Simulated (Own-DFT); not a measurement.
TiSi₂ (C49 TiSi2 crystal, atoms displaced) (calculated)

All values are calculated (Own-DFT development build). A calculation, not a measurement: plane-wave density functional theory by an unreviewed code, no spin, of a simulated periodic cell, stress positive in tension, run twice, with PBE and with PBEsol, both on files made for PBE, so the change isn't that of files made for PBEsol, forces on such cells moved up to 12 meV/angstrom on a denser k mesh; the far tail of each file's local potential was reset to the Coulomb form; each entry is a single point on an unrelaxed cell, so the pressure reflects the starting lattice, taken from the Materials Project, from which strain is counted, and rises with the displacements; printed positions are rounded, which can move forces by about a meV/angstrom; the program, named Own-DFT, is a retired in-house code; no spin-orbit coupling; stress was not checked against mesh or cutoff.

Entry: TiSi₂ (C49 TiSi2 crystal, atoms displaced)

```cif
# cell vector a (Å): 5.2953 -6.7593 3.5652
# cell vector b (Å): 7.0604 0.0000 -7.1303
# cell vector c (Å): 5.2953 6.7593 3.5652
data_TiSi2
_symmetry_space_group_name_H-M 'P 1'
_symmetry_Int_Tables_number 1
_cell_length_a 9.2973
_cell_length_b 10.0345
_cell_length_c 9.2973
_cell_angle_alpha 82.631
_cell_angle_beta 93.274
_cell_angle_gamma 82.631
_cell_volume 850.71
loop_
_atom_site_label
_atom_site_type_symbol
_atom_site_fract_x
_atom_site_fract_y
_atom_site_fract_z
_atom_site_occupancy
Ti1 Ti 0.91813 0.93019 0.15286 1
Ti2 Ti 0.85916 0.86006 0.67296 1
Si1 Si 0.61232 0.89103 0.49020 1
Si2 Si 0.20443 0.86711 0.30980 1
Si3 Si 0.90391 0.03565 0.40011 1
Si4 Si 0.90830 0.76166 0.42522 1
Ti3 Ti 0.95717 0.41869 0.17601 1
Ti4 Ti 0.88051 0.35355 0.63270 1
Si5 Si 0.60191 0.43340 0.47479 1
Si6 Si 0.19039 0.39555 0.30018 1
Si7 Si 0.91739 0.51570 0.38417 1
Si8 Si 0.91816 0.25871 0.41101 1
Ti5 Ti 0.76435 0.72465 0.93894 1
Ti6 Ti 0.63691 0.70337 0.41317 1
Si9 Si 0.41832 0.71316 0.30695 1
Si10 Si 0.97813 0.66281 0.10591 1
Si11 Si 0.70739 0.82818 0.18142 1
Si12 Si 0.69079 0.57436 0.19432 1
Ti7 Ti 0.53410 0.04208 0.73551 1
Ti8 Ti 0.43782 0.99249 0.24356 1
Si13 Si 0.19234 0.02662 0.11621 1
Si14 Si 0.80516 0.97231 0.90313 1
Si15 Si 0.49842 0.10704 0.00923 1
Si16 Si 0.49472 0.89927 0.02529 1
Ti9 Ti 0.71058 0.22935 0.93260 1
Ti10 Ti 0.62143 0.18298 0.41686 1
Si17 Si 0.41145 0.20142 0.27344 1
Si18 Si 0.98622 0.17415 0.09802 1
Si19 Si 0.68888 0.30902 0.19826 1
Si20 Si 0.72806 0.05731 0.18904 1
Ti11 Ti 0.56354 0.51692 0.76280 1
Ti12 Ti 0.45243 0.49544 0.25234 1
Si21 Si 0.21153 0.51292 0.06946 1
Si22 Si 0.78186 0.47299 0.90111 1
Si23 Si 0.48276 0.60736 0.00186 1
Si24 Si 0.49282 0.38941 0.01775 1
Ti13 Ti 0.33424 0.84741 0.54894 1
Ti14 Ti 0.26341 0.77986 0.01294 1
Si25 Si 0.00341 0.83262 0.89310 1
Si26 Si 0.59397 0.78442 0.72209 1
Si27 Si 0.27120 0.94087 0.78803 1
Si28 Si 0.32231 0.64298 0.80947 1
Ti15 Ti 0.32912 0.31984 0.55273 1
Ti16 Ti 0.24321 0.27670 0.03202 1
Si29 Si 0.00831 0.30445 0.87686 1
Si30 Si 0.58473 0.26440 0.74722 1
Si31 Si 0.30546 0.37428 0.79693 1
Si32 Si 0.29850 0.19569 0.78411 1
Ti17 Ti 0.15953 0.62304 0.38412 1
Ti18 Ti 0.04949 0.59207 0.84230 1
Si33 Si 0.77519 0.61578 0.69825 1
Si34 Si 0.36935 0.58409 0.52474 1
Si35 Si 0.10296 0.70368 0.59850 1
Si36 Si 0.13814 0.46992 0.58224 1
Ti19 Ti 0.12935 0.11573 0.36418 1
Ti20 Ti 0.01907 0.07606 0.81964 1
Si37 Si 0.80418 0.10960 0.69155 1
Si38 Si 0.38431 0.08035 0.53065 1
Si39 Si 0.08539 0.24093 0.58697 1
Si40 Si 0.10564 0.97416 0.59066 1
```

Here we set functional PBE, then PBEsol, potential files PseudoDojo norm-conserving, scalar-relativistic, standard set, wave cutoff 42 hartree, occupations cold (Marzari-Vanderbilt), smearing width 0.2 eV and k mesh 4 x 4 x 4 centred on Gamma.

The calculation gives: PBE pressure 15.53 GPa; PBE stress xx -16.76 GPa; PBE stress yy -12.04 GPa; PBE stress zz -17.79 GPa; PBE stress yz 0.86 GPa; PBE stress xz 0.4 GPa; PBE stress xy -1.09 GPa; PBEsol pressure 12.21 GPa; PBEsol stress xx -13.34 GPa; PBEsol stress yy -8.52 GPa; PBEsol stress zz -14.77 GPa; PBEsol stress yz 0.84 GPa; PBEsol stress xz 0.4 GPa; PBEsol stress xy -1.06 GPa; rms change of force components from PBE to PBEsol 0.036 eV/Å.

Force:
```
force element  PBE force x (eV/Å)  PBE force y (eV/Å)  PBE force z (eV/Å)  PBEsol force x (eV/Å)  PBEsol force y (eV/Å)  PBEsol force z (eV/Å)
           Ti               1.923              -6.068               4.937                  1.901                 -6.046                  4.873
           Ti              -2.297              -1.628              -1.943                 -2.259                 -1.563                 -1.909
           Si               4.994                1.25              -5.099                  4.933                  1.198                 -5.109
           Si              -1.005               0.781              -0.608                 -0.968                  0.862                 -0.581
           Si              -2.564               1.793               1.188                 -2.575                  1.754                  1.205
           Si              -0.781              -0.341              -1.599                 -0.796                 -0.329                 -1.635
           Ti              -3.783              -1.753              -1.879                 -3.733                 -1.765                 -1.869
           Ti               0.187               5.628              -4.055                  0.183                  5.606                 -3.984
           Si               1.231               0.882               1.568                  1.214                  0.846                  1.558
           Si              -0.291              -0.521               2.368                 -0.274                 -0.458                  2.369
           Si                1.14               2.465              -0.356                  1.126                  2.424                 -0.331
           Si              -1.811               0.635              -3.773                 -1.802                  0.618                 -3.809
           Ti              -0.368               2.666              -0.014                 -0.351                  2.582                 -0.017
           Ti              -1.161              -1.121               7.766                 -1.173                 -1.092                  7.709
           Si              -1.212               1.171              -4.652                 -1.189                  1.091                   -4.6
           Si               1.798              -0.627               0.217                  1.753                 -0.592                  0.211
           Si              -1.459               1.465               1.096                 -1.416                  1.442                  1.146
           Si                0.61              -1.071               0.241                  0.614                 -1.041                  0.246
           Ti               0.817               0.848               3.719                  0.828                  0.843                  3.684
           Ti              -2.325               0.181               4.759                 -2.341                  0.166                   4.73
           Si              -1.431              -1.708              -0.633                 -1.389                 -1.777                 -0.632
           Si              -0.941               2.532              -1.558                 -0.932                  2.582                 -1.555
           Si               2.448              -0.879               -4.02                  2.506                 -0.879                 -4.086
           Si              -4.921              -1.662               2.346                 -4.999                 -1.611                  2.367
           Ti               7.027               0.358               6.872                  6.986                  0.346                   6.84
           Ti               3.071               0.165               3.702                  3.041                  0.168                  3.667
           Si               2.392               1.913              -5.018                  2.372                  1.877                 -4.976
           Si               -0.18               1.065              -0.738                 -0.175                  1.141                 -0.747
           Si               1.022              -0.852               -0.62                  1.035                 -0.832                  -0.59
           Si               0.586                4.57              -4.531                  0.578                   4.53                 -4.521
           Ti              -2.995               1.451              -1.786                  -2.94                  1.452                 -1.751
           Ti              -3.414               0.289               1.364                 -3.395                  0.267                  1.351
           Si               1.444               0.427              -1.166                  1.411                  0.376                 -1.172
           Si               1.727              -0.073               3.208                  1.701                 -0.007                   3.21
           Si               3.625              -1.292              -1.344                  3.686                 -1.262                 -1.381
           Si              -2.845              -0.597               1.873                 -2.895                 -0.603                  1.894
           Ti              -0.508              -1.002               2.692                 -0.519                 -1.028                  2.654
           Ti                0.72               3.171               0.916                  0.696                  3.159                  0.935
           Si               0.897              -0.951               2.937                  0.869                 -1.012                  2.937
           Si               -0.98               1.153              -0.809                 -0.936                  1.217                 -0.809
           Si               1.069              -0.639               1.266                  1.078                 -0.628                  1.314
           Si              -1.301              -0.001              -2.751                  -1.31                  0.005                  -2.78
           Ti               1.375              -4.752               1.272                   1.38                  -4.67                  1.277
           Ti               0.016               0.896               1.569                  0.002                  0.891                  1.553
           Si               1.637               0.356              -1.979                    1.6                  0.281                 -1.984
           Si              -5.107               -2.84              -6.937                 -5.074                 -2.802                 -6.906
           Si               10.79               0.546               -9.73                  10.84                  0.551                 -9.769
           Si              -10.08               1.019               9.887                 -10.13                  0.988                  9.929
           Ti              -3.555              -3.496               -4.12                 -3.519                 -3.455                  -4.05
           Ti               -1.58              -0.073               1.753                 -1.544                 -0.035                  1.729
           Si                0.79              -3.708              -0.212                  0.788                 -3.746                 -0.224
           Si               2.465              -1.231               2.898                  2.433                  -1.19                  2.877
           Si               2.875               1.618              -0.645                  2.902                  1.608                 -0.636
           Si              -0.623               5.032              -0.666                 -0.642                  4.965                 -0.669
           Ti                1.43               -4.24              -0.206                  1.399                 -4.212                 -0.199
           Ti               3.735              -1.226               3.038                  3.685                 -1.184                  3.011
           Si               -2.08               0.053              -4.052                 -2.054                 -0.004                 -4.047
           Si              -2.507               -1.61              -1.934                 -2.488                 -1.587                 -1.925
           Si               1.138              -2.239               4.222                  1.153                 -2.217                  4.237
           Si              -0.864               1.824               -0.24                 -0.877                  1.791                 -0.261
```
